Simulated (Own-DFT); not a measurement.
# How strain changes the stress of wurtzite GaN, 96 atoms (Ga48N48)

Everything here is calculated. The program is Own-DFT (plane waves, in-house, since retired, never reviewed by a person); positions were held fixed, and spin and spin-orbit coupling were off.

Common settings: PBE; PseudoDojo norm-conserving scalar-relativistic files (stringent for Ga); cutoff 96 hartree; 3 x 4 x 3 k mesh centred on Gamma; Gaussian smearing of 0.01 eV.

Known weak points: forces on such cells passed a denser k mesh, each cell not checked; stress not checked against mesh or cutoff.

Unstrained cell vectors in Å: (12.756, 0.000, 0.000); (-4.783, 8.285, 0.000); (0.000, 0.000, 10.370). The unstrained cell has measured lattice constants (interpolated for alloys), not those of this functional. That, the random moves and any unrelaxed bonds set the pressure at no strain. The cell is deformed uniformly in each run, and the atoms keep their fractional places. Each atom got a random Gaussian move of width 0.05 Å along each axis. Stress is counted positive in tension, P = -(s_xx + s_yy + s_zz)/3, and strain components are those of the symmetric tensor.

```
run  e_xx (%)  e_yy (%)  e_zz (%)  e_yz (%)  e_xz (%)  e_xy (%)  s_xx (GPa)  s_yy (GPa)  s_zz (GPa)  s_yz (GPa)  s_xz (GPa)  s_xy (GPa)  P (GPa)  E (meV/atom)
  1      0.35      1.84     -0.49      1.83     -0.44      0.01       -2.06       -0.14       -9.45        3.10       -0.55        0.22     3.88           9.4
  2      1.54     -0.52      0.24      0.42      1.47      0.41       -0.32       -8.04       -5.27        1.14        3.23        0.85     4.54           7.0
  3      0.37      0.59     -0.35      1.46      0.86      0.86       -4.54       -3.24      -10.62        2.93        1.79        2.85     6.14          21.2
  4      1.91     -1.27      0.47     -1.40      0.48      0.96       -0.39      -10.45       -5.06       -3.60        0.89        1.97     5.30          23.7
  5     -0.84      0.82     -0.86     -1.84     -0.10      1.10       -9.15       -6.81      -11.12       -4.08       -0.25        2.90     9.03          28.5
  6     -1.89      1.17     -1.50      0.62     -1.01      0.77      -15.16       -6.08      -14.86        1.64       -2.46        2.07    12.03          36.0
  7      1.78     -0.06      0.51      1.33      0.56     -0.77        1.42       -5.38       -4.13        2.73        0.42       -1.73     2.70           2.5
  8     -0.49      1.48      1.69      0.45      0.04     -0.02       -5.83       -0.94        0.85        0.59        0.37       -1.06     1.98           0.0
  9      1.64      0.42     -1.59     -0.58     -0.66     -1.79        0.12       -4.27      -14.91       -1.35       -1.69       -4.94     6.36          16.4
 10     -0.16      1.61     -1.71      0.43      0.17     -1.11       -8.76       -1.55      -14.57        1.17        1.14       -4.75     8.29          33.0
 11     -0.27      1.35      1.93     -0.24      1.13      1.98       -6.41       -1.21        2.32       -0.54        2.42        5.23     1.77           7.7
 12     -1.37     -0.84      0.39     -1.33     -0.13     -0.22      -13.67      -14.87       -5.46       -3.64       -1.40       -0.03    11.33          33.9
 13     -0.92      1.31      0.02      1.53      0.90     -0.98       -7.85       -2.26       -8.33        3.38        2.15       -1.14     6.15          10.9
 14     -1.09     -0.82     -0.57     -1.63      0.73     -1.54      -13.77      -13.63      -11.25       -3.72        1.89       -5.25    12.89          43.3
 15      0.91     -0.20     -1.08     -0.34     -1.24     -1.20       -5.87       -5.77      -11.46       -0.98       -2.42       -3.42     7.70          16.1
 16      1.39     -0.73      1.89      1.90      0.60      1.07       -2.05       -7.57        1.62        3.81        1.30        4.25     2.67          14.4
 17      0.85      1.73     -1.70     -1.77      0.56      1.51           ?           ?           ?           ?           ?           ?        ?             ?
```

E is the free energy for each atom above the lowest run shown.

## What the rows give

Each stress component was fitted by least squares to a constant and the strains of the runs shown, as fractions, with shears doubled. Shear strains stay in the fit of a normal stress only where such slopes are resolved. The slopes, in GPa:

| stress | at no strain | per e_xx | per e_yy | per e_zz | scatter |
|---|---|---|---|---|---|
| s_xx | -7.2 | 436 ± 27 | 151 ± 33 | 67 ± 26 | 1.18 |
| s_yy | -7.8 | 170 ± 22 | 460 ± 27 | 42 ± 22 | 0.97 |
| s_zz | -7.4 | 29 ± 18 | 15 ± 22 | 476 ± 18 | 0.79 |

The slope of each shear stress on twice its own strain, from a fit on all six strains: yz 109 ± 5, xz 116 ± 10, xy 142 ± 12 GPa. These are stiffnesses along x, y and z of the frame in which the cell vectors are given, with the crystal's c axis along z: C11, C12, C13 and C33. Hexagonal symmetry asks that xx and yy behave alike, which is a second check on the noise. These are clamped-ion slopes: internal relaxation, where symmetry allows it, would soften some. The table should be nearly symmetric about its diagonal, and what it lacks of that shows the noise. A ninth of the table's sum, 205 ± 5 GPa, estimates the bulk modulus near the mean pressure of these runs, 6.4 GPa, so it lies above the value at zero pressure.

## Prediction

Q: what normal stresses and pressure should run 17 give?

The fit gives s_xx = -2.0, s_yy = 0.9, s_zz = -15.0 and P = 5.4 GPa. The hidden result is -4.15, -1.52, -12.25 and P = 5.97 GPa.
